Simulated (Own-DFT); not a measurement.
## Calculated data, SiC (2H silicon carbide, atoms displaced), GaAs (zincblende with one plane slipped along a stacking-fault path, atoms displaced), SiC (4H silicon carbide, atoms displaced)

Computed with Own-DFT development build. A calculation, not a measurement: plane-wave PBE density functional theory by an unreviewed code, no spin, of a simulated periodic cell, stress positive in tension, free energy of the whole cell less one offset for each atom, forces on such cells passed a denser k mesh, this cell's mesh not checked; offsets are fitted by least squares, one for each functional and potential file, so energies compare only between cells with the same atoms and settings and are not formation energies; the far tail of each file's local potential was reset to the Coulomb form; each entry is a single point on an unrelaxed cell, so the pressure reflects the starting lattice, mostly measured values (interpolated for alloys), from which strain is counted, and rises with the displacements; printed positions are rounded, which can move forces by about a meV/angstrom; the program, named Own-DFT, is a retired in-house code; no spin-orbit coupling.

Settings shared by all entries: functional PBE; potential files PseudoDojo norm-conserving, scalar-relativistic, standard set; wave cutoff 42 hartree; occupations Fermi-Dirac; smearing width 0.1 eV.

(1) SiC (2H silicon carbide, atoms displaced)

```xyz
72
Lattice="9.2481 0.0000 0.0000 -4.6241 8.0091 0.0000 0.0000 0.0000 10.0681" Properties=species:S:1:pos:R:3 SiC
Si     9.1965     0.0801     0.0687
Si    -0.0024     1.8079     2.6037
C      4.5114     7.9466     1.9177
C      0.0273     1.7873     4.3957
Si    -4.5770     7.9767     5.0753
Si    -0.0709     1.8308     7.5329
C      0.1382     0.0594     6.8706
C      0.0478     1.7896     9.5725
Si    -1.4896     2.5921    10.0267
Si    -1.6377     4.4207     2.6336
C     -1.4704     2.7147     1.8535
C     -1.6441     4.5786     4.4362
Si    -1.4953     2.6059     4.9536
Si    -1.5271     4.3562     7.6465
C      7.6868     2.6214     7.0000
C     -1.5506     4.4360     9.4173
Si    -3.1571     5.5021     0.0434
Si    -3.1535     7.0892     2.4313
C     -3.0415     5.3831     1.8938
C     -3.0599     7.0562     4.3542
Si    -3.0463     5.3727     5.0178
Si    -3.0417     7.1866     7.5270
C     -3.1053     5.3837     6.8089
C     -3.1149     7.2226     9.4725
Si    -1.5882     7.9988     0.0567
Si     3.0522     1.7394     2.4731
C     -1.5884     7.9366     1.9809
C      3.0530     1.7284     4.3722
Si     3.2302     0.0637     4.9925
Si     3.0913     1.7324     7.6354
C      3.1247     0.0107     7.0388
C      3.1023     1.7668     9.3612
Si     1.5884     2.8032    10.0396
Si     1.5134     4.4881     2.5065
C      1.5298     2.6930     1.9181
C      1.6146     4.5067     4.3673
Si     1.4960     2.8236     4.9161
Si     1.5448     4.4667     7.5276
C      1.5145     2.6282     6.9344
C      1.6069     4.4825     9.4469
Si     0.0496     5.3927     0.0294
Si     0.0387     7.0933     2.5127
C     -0.0203     5.3306     1.8898
C      0.0744     7.0899     4.3494
Si    -0.1428     5.3077     5.0198
Si    -0.0439     7.1210     7.5028
C     -0.0291     5.3869     6.9782
C      0.0734     7.1442     9.4085
Si     6.2073     0.0045    10.0387
Si     6.0970     1.8143     2.5977
C      1.6102     7.8861     1.9719
C      6.2112     1.7839     4.3407
Si     6.2479     0.0966     5.0666
Si     6.1148     1.8158     7.6009
C      6.0834     0.0040     6.9831
C      6.1130     1.7769     9.5437
Si     4.6640     2.7278     9.9351
Si     4.5496     4.5408     2.5259
C      4.6493     2.7082     1.9104
C      4.5583     4.2885     4.4930
Si     4.6000     2.7151     4.9983
Si     4.6779     4.5020     7.5475
C      4.5065     2.6903     7.0115
C      4.7205     4.3744     9.4519
Si     3.1322     5.2759     9.9100
Si     3.1920     7.1415     2.5935
C      3.0900     5.3639     1.8426
C      2.9684     7.1538     4.4474
Si     3.0217     5.2987     4.9903
Si     3.1744     7.0504     7.6726
C      3.1793     5.3493     6.9597
C      3.1443     7.1106     9.4081
```

| Quantity | Value |
| --- | --- |
| hardware | one NVIDIA H100 |
| k mesh | 4 x 4 x 3 centred on Gamma |
| free energy of cell above offsets | -2.006 eV |
| pressure | 6.6 GPa |
| stress xx | -5.31 GPa |
| stress yy | -6.84 GPa |
| stress zz | -7.63 GPa |
| stress yz | 0.88 GPa |
| stress xz | -0.19 GPa |
| stress xy | 0.32 GPa |
| wall time | 349.2 s |

Force:
| element | x (eV/Å) | y (eV/Å) | z (eV/Å) |
| --- | --- | --- | --- |
| Si | 0.727 | -1.358 | -0.513 |
| Si | -0.244 | -0.349 | -2.97 |
| C | 4.135 | 3.081 | -0.767 |
| C | 0.056 | -0.06 | 0.917 |
| Si | -0.072 | -0.316 | -1.476 |
| Si | 2.716 | -1.738 | 1.136 |
| C | -2.539 | -0.175 | 2.019 |
| C | 0.159 | 0.642 | -2.662 |
| Si | -1.712 | 2.61 | 1.649 |
| Si | 1.815 | 0.662 | -3.462 |
| C | -1.63 | -0.824 | 1.815 |
| C | 2.25 | -4.555 | -0.754 |
| Si | -1.337 | 1.686 | 1.869 |
| Si | -0.561 | 2.472 | -2.38 |
| C | -1.163 | 0.743 | -2.111 |
| C | 0.195 | 0.68 | 2.274 |
| Si | 1.926 | -2.994 | -0.785 |
| Si | 0.72 | 0.878 | 2.396 |
| C | -1.799 | -1.2 | 0.123 |
| C | -0.412 | 1.847 | 0.163 |
| Si | -3.969 | 0.272 | 0.554 |
| Si | -0.068 | -1.249 | 0.368 |
| C | 1.227 | -0.367 | 3.315 |
| C | -0.574 | -0.643 | -0.516 |
| Si | 2.054 | 0.671 | -0.369 |
| Si | 0.949 | 0.92 | 0.374 |
| C | 0.773 | 1.183 | -2.018 |
| C | 0.224 | 2.299 | 0.107 |
| Si | -2.065 | -2.226 | 0.882 |
| Si | -1.311 | 0.992 | -3.179 |
| C | -0.599 | 0.26 | -2.766 |
| C | -0.433 | 0.796 | 4.445 |
| Si | -0.064 | -3.049 | 1.146 |
| Si | 0.868 | 0.06 | -0.971 |
| C | 0.293 | -0.22 | -0.476 |
| C | -4.042 | -0.277 | -0.339 |
| Si | 1.645 | -3.757 | 2.521 |
| Si | 0.353 | -0.354 | -0.156 |
| C | 0.082 | 1.632 | -0.661 |
| C | -1.508 | 0.559 | -1.072 |
| Si | -1.06 | -0.644 | -0.798 |
| Si | -0.26 | -0.167 | -0.26 |
| C | -0.534 | -0.23 | 0.822 |
| C | -0.393 | 0.679 | 1.924 |
| Si | 3.461 | 2.24 | 1.169 |
| Si | 1.247 | -0.031 | 1.774 |
| C | 0.004 | -2.199 | -1.488 |
| C | -1.546 | -0.374 | 0.853 |
| Si | -0.505 | -0.72 | 1.703 |
| Si | 1.755 | -1.217 | -4.166 |
| C | -0.782 | 2.586 | -1.713 |
| C | -0.699 | 0.965 | 3.252 |
| Si | -2.744 | -1.484 | 0.808 |
| Si | -0.712 | -1.212 | -0.039 |
| C | 2.482 | 0.626 | -0.804 |
| C | 2.567 | -0.449 | -1.922 |
| Si | -1.26 | -2.97 | 3.744 |
| Si | 1.323 | -2.376 | 0.132 |
| C | -1.369 | -0.015 | -1.03 |
| C | 0.686 | 7.215 | -2.959 |
| Si | -0.266 | -5.282 | 2.343 |
| Si | 0.181 | -1.145 | -0.5 |
| C | 2.452 | 0.291 | -1.626 |
| C | -0.705 | 4.291 | -1.48 |
| Si | 0.942 | 1.426 | 2.861 |
| Si | -4.82 | -2.25 | 0.246 |
| C | -0.538 | 0.19 | 0.009 |
| C | 4.239 | -1.379 | -0.017 |
| Si | 2.902 | 2.135 | 2.254 |
| Si | -0.791 | 2.13 | -4.482 |
| C | -2.196 | -0.1 | -0.641 |
| C | -0.122 | 0.235 | 2.359 |

(2) GaAs (zincblende with one plane slipped along a stacking-fault path, atoms displaced)

```xyz
48
Lattice="5.6533 -5.6533 0.0000 0.0000 5.6533 -5.6533 12.1546 12.1546 9.6106" Properties=species:S:1:pos:R:3 GaAs
Ga    12.1783    12.1766     9.5356
As     6.9987     1.3868    -4.1865
Ga     2.8715     2.8236     0.0408
As     4.2778     4.3037     1.3571
Ga     5.5911     2.8005     2.8222
As     7.1510     4.2832     4.3558
Ga     6.4668     6.5603     4.0469
As     7.9083     8.0261     5.4042
Ga     9.3767     9.3665     3.9851
As    10.7185    10.7207     5.3414
Ga    12.1668     9.3760     6.7971
As    13.6452    10.7541     8.1792
Ga     0.0430     2.8295    -2.8563
As     7.1547    -1.3356    -1.3368
Ga     2.8580     5.7023    -2.8767
As     4.2164     7.0185    -1.4152
Ga     5.6864     5.7110     0.0522
As     7.1037     6.9627     1.4983
Ga     6.5181     9.1587     1.1507
As     7.9528    10.6508     2.6111
Ga     9.2692    12.1610     1.2107
As    10.7705    13.5732     2.5842
Ga    12.1721    12.1031     3.8858
As    13.4733    13.5368     5.3937
Ga     2.7706     2.8826    -5.6163
As     4.2617     4.1743    -4.2716
Ga     5.6863    -0.0779    -0.0195
As     7.0975     1.3713     1.4498
Ga     8.3761     0.1605     2.8447
As     9.9886     1.3125     4.1661
Ga     9.3086     3.7200     3.9393
As    10.7958     5.1473     5.4303
Ga    12.2263     6.4425     3.9874
As    13.6319     7.9349     5.4132
Ga    15.0652     6.5022     6.7523
As    16.3560     7.8601     8.2504
Ga     2.8365     0.0377    -2.7353
As     4.1851     1.3716    -1.4750
Ga     5.5032     2.7776    -2.8778
As     6.9868     4.2772    -1.4405
Ga     8.4701     2.7964     0.1065
As     9.8892     4.3034     1.3532
Ga     9.2649     6.5797     1.2103
As    10.7548     7.9371     2.4900
Ga    12.1761     9.4335     1.1270
As    13.5460    10.7601     2.5489
Ga    14.9952     9.3603     3.9402
As    16.2556    10.7326     5.3410
```

| Quantity | Value |
| --- | --- |
| k mesh | 4 x 4 x 2 centred on Gamma |
| free energy of cell above offsets | -16.282 eV |
| pressure | 4.44 GPa |
| stress xx | -5.93 GPa |
| stress yy | -4.44 GPa |
| stress zz | -2.94 GPa |
| stress yz | -0.32 GPa |
| stress xz | -0.57 GPa |
| stress xy | 0.32 GPa |

Force:
| element | x (eV/Å) | y (eV/Å) | z (eV/Å) |
| --- | --- | --- | --- |
| Ga | -0.24 | -0.737 | 0.755 |
| As | 0.459 | 0.359 | -0.65 |
| Ga | -0.281 | -0.186 | 0.113 |
| As | -0.657 | -0.214 | 1.013 |
| Ga | 0.498 | 0.63 | 0.24 |
| As | -2.221 | -0.956 | 0.591 |
| Ga | 3.1 | -0.134 | -0.784 |
| As | 0.255 | -0.635 | 0.021 |
| Ga | 0.06 | -1 | -0.27 |
| As | 0.932 | 0.353 | 0.329 |
| Ga | 0.033 | -0.386 | -0.1 |
| As | -0.902 | -0.049 | 0.219 |
| Ga | -0.912 | 0.625 | 0.742 |
| As | 0.017 | -1.037 | -1.214 |
| Ga | -0.097 | -0.633 | 0.098 |
| As | 0.157 | 0.719 | 0.489 |
| Ga | -0.08 | -0.434 | -0.841 |
| As | -2.019 | -0.47 | 1.343 |
| Ga | 0.37 | 1.985 | -0.813 |
| As | -0.604 | 0.29 | -0.729 |
| Ga | 0.232 | 0.19 | -0.342 |
| As | -0.236 | 0.224 | -0.42 |
| Ga | -0.436 | 0.396 | 0.79 |
| As | 0.932 | -0.154 | -0.309 |
| Ga | -0.021 | -1.118 | 0.009 |
| As | -0.614 | 1.04 | -0.145 |
| Ga | -0.431 | 0.794 | 0.223 |
| As | -1.73 | 0.986 | -0.988 |
| Ga | 1.226 | -2.189 | 0.616 |
| As | -3.387 | 1.31 | 1.556 |
| Ga | 2.25 | -0.169 | -0.887 |
| As | -1.013 | 0.055 | -0.481 |
| Ga | -0.16 | 0.765 | -0.124 |
| As | -0.415 | -0.003 | -0.404 |
| Ga | -0.596 | -0.074 | 0.317 |
| As | 0.233 | 1.139 | -0.389 |
| Ga | -0.672 | -0.508 | -1.671 |
| As | 0.888 | 0.496 | 1.648 |
| Ga | 1.161 | 0.222 | 0.791 |
| As | 0.338 | -0.665 | 0.113 |
| Ga | -0.162 | 0.495 | -1.198 |
| As | -0.113 | -0.953 | 1.347 |
| Ga | 2.439 | 0.077 | -1.634 |
| As | 0.582 | 0.052 | 0.803 |
| Ga | -0.246 | -0.538 | 0.225 |
| As | 1.012 | -0.137 | -0.418 |
| Ga | -0.544 | -0.595 | -0.196 |
| As | 1.616 | 0.77 | 0.616 |

(3) SiC (4H silicon carbide, atoms displaced)

```xyz
32
Lattice="6.1654 0.0000 0.0000 -3.0827 5.3394 0.0000 0.0000 0.0000 10.0681" Properties=species:S:1:pos:R:3 SiC
Si     0.2095     0.1547     3.8514
Si    -0.0309     1.7239     1.6932
C      3.0585     5.3248     0.8552
C     -0.0155     1.8826     3.5722
Si     4.5689     2.6862     4.1433
Si    -1.4897     4.5663     1.4457
C     -1.5251     2.6926     0.9996
C     -1.6271     4.4946     3.4577
Si    -0.0156     5.3055     4.0924
Si     2.9894     1.9301     1.6558
C      3.1509     0.0098     1.0552
C      3.0811     1.8194     3.4623
Si     1.5996     2.6812     4.1422
Si     1.4516     4.5074     1.6985
C      1.6455     2.6989     0.8507
C      1.5325     4.5355     3.5916
Si    -2.9806     5.3027     8.8785
Si     2.8504     3.5039     6.7688
C     -0.0152     0.0272     6.1554
C      3.0895     3.7017     8.3106
Si    -1.4257     2.6633     9.0848
Si     4.7101     0.8845     6.6628
C     -1.4736     2.6008     6.0624
C      4.6665     0.8047     8.4451
Si     3.0183     0.0659     9.0692
Si     0.1039     3.4869     6.5376
C      0.0120     5.3266     5.9675
C     -0.1622     3.6421     8.4682
Si     1.5348     2.6032     9.0458
Si     1.4445     0.8710     6.6646
C      1.6217     2.5984     5.7240
C      1.5691     0.8898     8.5964
```

| Quantity | Value |
| --- | --- |
| hardware | one NVIDIA H100 |
| k mesh | 5 x 5 x 3 centred on Gamma |
| free energy of cell above offsets | 5.246 eV |
| pressure | 10.87 GPa |
| stress xx | -10.16 GPa |
| stress yy | -7.69 GPa |
| stress zz | -14.75 GPa |
| stress yz | -0.7 GPa |
| stress xz | -1.37 GPa |
| stress xy | 2.4 GPa |
| wall time | 122.1 s |

Force:
| element | x (eV/Å) | y (eV/Å) | z (eV/Å) |
| --- | --- | --- | --- |
| Si | -6.571 | -0.52 | 5.088 |
| Si | 0.614 | 1.475 | -3.327 |
| C | 0.199 | 0.424 | 0.833 |
| C | 0.855 | 0.685 | -1.863 |
| Si | 0.008 | 0.567 | 1.108 |
| Si | -1.72 | -2.173 | 1.585 |
| C | 0.021 | 0.339 | -0.956 |
| C | 5 | -2.779 | -1.618 |
| Si | -0.556 | 1.545 | 0.872 |
| Si | 3.289 | -2.069 | -1.55 |
| C | -1.982 | 2.753 | -2.698 |
| C | -0.382 | -0.707 | 0.772 |
| Si | -0.37 | 1.741 | -8.131 |
| Si | 3.386 | -1.796 | -1.538 |
| C | -3.516 | 0.997 | 1.187 |
| C | 1.851 | -0.97 | -1.649 |
| Si | -3.516 | 2.016 | 4.754 |
| Si | 3.828 | 0.536 | -10.99 |
| C | 0.523 | -2.247 | -2.659 |
| C | 0.167 | -5.3 | 9.304 |
| Si | -3.755 | -2.148 | 1.671 |
| Si | -2.907 | 0.188 | -2.271 |
| C | -1.449 | 1.436 | -1.391 |
| C | -0.958 | 1.91 | 1.997 |
| Si | 4.28 | -1.659 | 2.422 |
| Si | -2.495 | 1.616 | -0.223 |
| C | -0.216 | 0.033 | 0.945 |
| C | 4.962 | -0.309 | -1.203 |
| Si | -0.319 | 3.962 | 2.332 |
| Si | 3.257 | -0.788 | -1.975 |
| C | -1.198 | -0.423 | 12.2 |
| C | -0.333 | 1.665 | -3.03 |

(4) SiC (4H silicon carbide, atoms displaced)

```xyz
32
Lattice="6.1654 0.0000 0.0000 -3.0827 5.3394 0.0000 0.0000 0.0000 10.0681" Properties=species:S:1:pos:R:3 SiC
Si    -0.0747     0.1692     3.9857
Si    -0.1050     1.7204     1.6382
C      2.9835     5.2246     0.9392
C     -0.0156     1.9995     3.3553
Si     4.5574     2.7213     4.1092
Si    -1.3983     4.4562     1.4843
C      4.6158     2.6438     0.9971
C     -1.5496     4.3462     3.3741
Si    -0.0316     5.3117     4.1792
Si     2.9508     1.6160     1.4967
C      3.2320     0.0495     1.2379
C      3.0159     1.7344     3.4253
Si     1.6809     2.6132     4.1073
Si     1.5967     4.4967     1.6049
C      1.5232     2.6762     1.0062
C      1.8118     4.4656     3.4475
Si    -0.0282     0.0960     9.0359
Si     3.2482     3.5174     6.5831
C      6.1298     0.0436     6.0128
C      3.0800     3.4809     8.5267
Si    -1.4864     2.7799     9.1226
Si     4.6858     0.9307     6.4924
C      4.5448     2.8027     6.0502
C      4.6202     0.9431     8.5236
Si    -0.0628     5.2190     9.1354
Si     0.0425     3.4742     6.5785
C      3.0581     0.0547     6.1401
C      0.0178     3.4216     8.4661
Si     1.4940     2.8095     9.0941
Si     1.6254     0.9237     6.5222
C      1.4536     2.6451     5.9150
C      1.6779     0.9553     8.5115
```

| Item | Value |
| --- | --- |
| hardware | one NVIDIA H100 |
| k mesh | 5 x 5 x 3 centred on Gamma |
| stress zz | withheld |

To be estimated
1. Give the missing stress zz for SiC (4H silicon carbide, atoms displaced) (entry 4).
2. Give the table of force values for SiC (4H silicon carbide, atoms displaced) (entry 4).

Answers
1. -4.98 GPa
2. 
Force:
| element | x (eV/Å) | y (eV/Å) | z (eV/Å) |
| --- | --- | --- | --- |
| Si | 4.617 | 0.492 | 2.069 |
| Si | 1.437 | 0.545 | -3.665 |
| C | 4.976 | 3.201 | -1.882 |
| C | 0.337 | -1.924 | 4.424 |
| Si | 0.093 | -0.765 | -1.185 |
| Si | -3.296 | -1.516 | 2.11 |
| C | -0.523 | 0.391 | -1.847 |
| C | 0.23 | 3.72 | 1.531 |
| Si | 0.632 | -0.875 | -1.636 |
| Si | 1.102 | 9.114 | 2.102 |
| C | -2.227 | -5.809 | -5.602 |
| C | 2.446 | -1.446 | 0.865 |
| Si | -3.171 | 2.908 | -1.464 |
| Si | 0.136 | -4.164 | 1.954 |
| C | -1.481 | -0.425 | -1.552 |
| C | -5.762 | -2.226 | 0.467 |
| Si | 1.208 | -1.277 | 1.188 |
| Si | -9.697 | 5.083 | 3.741 |
| C | 2.557 | -0.813 | -1.77 |
| C | 0.767 | 3.13 | -1.619 |
| Si | -2.737 | -3.894 | 1.991 |
| Si | -1.99 | 0.361 | 3.61 |
| C | 7.755 | -5.382 | -4.572 |
| C | -0.743 | -0.363 | -1.116 |
| Si | 2.514 | 2.653 | -0.236 |
| Si | -1.223 | 2.597 | 0.654 |
| C | 2.856 | -2.528 | -3.227 |
| C | -0.995 | 3.34 | -1.213 |
| Si | 3.393 | -4.099 | 2.89 |
| Si | -3.559 | 0.329 | 2.884 |
| C | 3.078 | 0.067 | 0.368 |
| C | -2.73 | -0.424 | -0.26 |

Further results for SiC (4H silicon carbide, atoms displaced) (entry 4):

| Property | Result |
| --- | --- |
| free energy of cell above offsets | 4.224 eV |
| pressure | 9.69 GPa |
| stress xx | -15.45 GPa |
| stress yy | -8.64 GPa |
| stress yz | -1.91 GPa |
| stress xz | 2.5 GPa |
| stress xy | 5.41 GPa |
| wall time | 125.3 s |
